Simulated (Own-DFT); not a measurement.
# Which arrangement is lower? Ge32Si32, 64 atoms

Calculated results; nothing here was measured. The program, named Own-DFT, is a retired in-house plane-wave density functional code that no person has reviewed. Each row is one single-point run on a periodic cell that was not relaxed, without spin or spin-orbit coupling.

Settings of every run: PBE; PseudoDojo norm-conserving scalar-relativistic files; cutoff 42 hartree; 3 x 3 x 3 k mesh centred on Gamma; Fermi-Dirac smearing of 0.1 eV.

Known limits, some of them of some rows only: not probed for a lower state with spin; forces on such cells passed a denser k mesh, each cell not checked; stress not checked against mesh or cutoff.

All cells hold the same atoms in the same cell, with vectors in Å (11.089, 0.000, 0.000); (0.000, 11.089, 0.000); (0.000, 0.000, 11.089). Every atom was moved at random from its ideal site; u is the rms move along one axis. The random placing of the alloy's atoms differs from row to row. E is the free energy of the cell above the lowest run. The arrangements:

- A: diamond-structure SiGe in clusters
- B: diamond-structure SiGe in ordered layers
- C: diamond-structure SiGe with randomly placed atoms

| arrangement | u (Å) | E (eV) | P (GPa) |
|---|---|---|---|
| A | 0.0295 | 0.804 | 3.04 |
| A | 0.0309 | 0.581 | 2.99 |
| A | 0.0331 | 0.752 | 3.02 |
| A | 0.0575 | 3.072 | 3.47 |
| A | 0.0599 | 3.608 | 3.53 |
| A | 0.0665 | 5.005 | 3.83 |
| B | 0.0289 | 0.449 | 2.94 |
| B | 0.0293 | 0.409 | 2.93 |
| B | 0.0308 | 0.558 | 2.96 |
| B | 0.0560 | 3.140 | 3.51 |
| B | 0.0604 | 4.491 | 3.76 |
| B | 0.0644 | 4.296 | 3.61 |
| C | 0.0295 | 0.000 | 2.71 |
| C | 0.0305 | 0.268 | 2.81 |
| C | 0.0316 | 0.213 | 2.77 |
| C | 0.0602 | 4.185 | 3.58 |
| C | 0.0606 | 3.414 | 3.40 |
| C | 0.0644 | 4.258 | 3.60 |

Question: once the cost of the random moves is taken out, how do the arrangements rank?

## Worked answer

Fit E = a + b u², with one b for all and one a for each arrangement, and with residuals divided by u², since the noise grows with the moves. Then b = 1231 eV/Å², the scatter at u = 0.04 Å is 0.20 eV, and against A:

- B: -0.12 ± 0.09 eV (not told apart from A)
- C: -0.49 ± 0.09 eV (lower)

These are energies of unrelaxed cells. Relaxing the atoms lowers the strained arrangements most, so the gaps would shrink and small ones could change sign.
